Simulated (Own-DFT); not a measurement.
# Point defects and the pressure they add: C40 NbSi2

The numbers are computed, not measured, by runs of the plane-wave DFT program Own-DFT (in-house, retired, unreviewed) at fixed positions, with no spin and no spin-orbit coupling.

Common settings: PBE; PseudoDojo norm-conserving scalar-relativistic files; cutoff 42 hartree; 4 x 4 x 5 k mesh centred on Gamma; cold (Marzari-Vanderbilt) smearing of 0.2 eV.

Keep in mind: forces on such cells failed a check on a denser k mesh; stress not checked against mesh or cutoff.

All runs share one cell, with vectors in Å (0.000, 8.324, 0.000); (-9.613, 0.000, 0.000); (0.000, 0.000, 6.586) and a volume of 527.0 Å³. Atoms were moved at random from their sites; u is the rms move along one axis. The defect's site can differ from row to row.

| cell | formula | u (Å) | P (GPa) |
|---|---|---|---|
| no defect | Nb12Si24 | 0.0200 | 1.49 |
| no defect | Nb12Si24 | 0.0460 | 2.36 |
| no defect | Nb12Si24 | 0.0521 | 2.64 |
| one Si vacancy | Nb12Si23 | 0.0281 | 1.01 |
| one Si vacancy | Nb12Si23 | 0.0500 | 1.68 |
| one Si vacancy | Nb12Si23 | 0.0503 | 1.63 |
| two Si on a Nb site each | Nb10Si26 | 0.0280 | 1.65 |
| two Si on a Nb site each | Nb10Si26 | 0.0285 | 1.54 |
| two Si on a Nb site each | Nb10Si26 | 0.0560 | 2.95 |
| two Nb vacancies | Nb10Si24 | 0.0293 | -0.12 |
| two Nb vacancies | Nb10Si24 | 0.0295 | ? |
| two Nb vacancies | Nb10Si24 | 0.0440 | 0.71 |
| two Nb vacancies | Nb10Si24 | 0.0464 | 0.50 |
| two Nb on a Si site each | Nb14Si22 | 0.0311 | 7.54 |
| two Nb on a Si site each | Nb14Si22 | 0.0319 | 7.51 |
| two Nb on a Si site each | Nb14Si22 | 0.0538 | 8.71 |

## Fit

P = P0 + c u² + a shift for each defect gives P0 = 1.23 GPa, c = 534 ± 38 GPa/Å² and a scatter of 0.13 GPa. The shifts, and each times the cell's volume:

- two Nb on a Si site each: 5.82 ± 0.11 GPa, 19.1 eV (9.6 eV for each of its 2 sites)
- two Si on a Nb site each: -0.03 ± 0.11 GPa, -0.1 eV (-0.1 eV for each of its 2 sites) (not resolved)
- one Si vacancy: -0.83 ± 0.11 GPa, -2.7 eV
- two Nb vacancies: -1.75 ± 0.11 GPa, -5.8 eV (-2.9 eV for each of its 2 sites)

A positive shift means that the defect pushes the cell outwards. Shift times volume (160.2 GPa Å³ is 1 eV) depends little on the cell's size, so, taken for each site, it can be compared between cells at like pressure. The atoms around the defects weren't relaxed, which would change these numbers.

## Prediction

The question: what pressure belongs in the blank (two Nb vacancies, u = 0.0295 Å)?

The fit gives -0.05 ± 0.15 GPa. DFT gave 0.23 GPa.
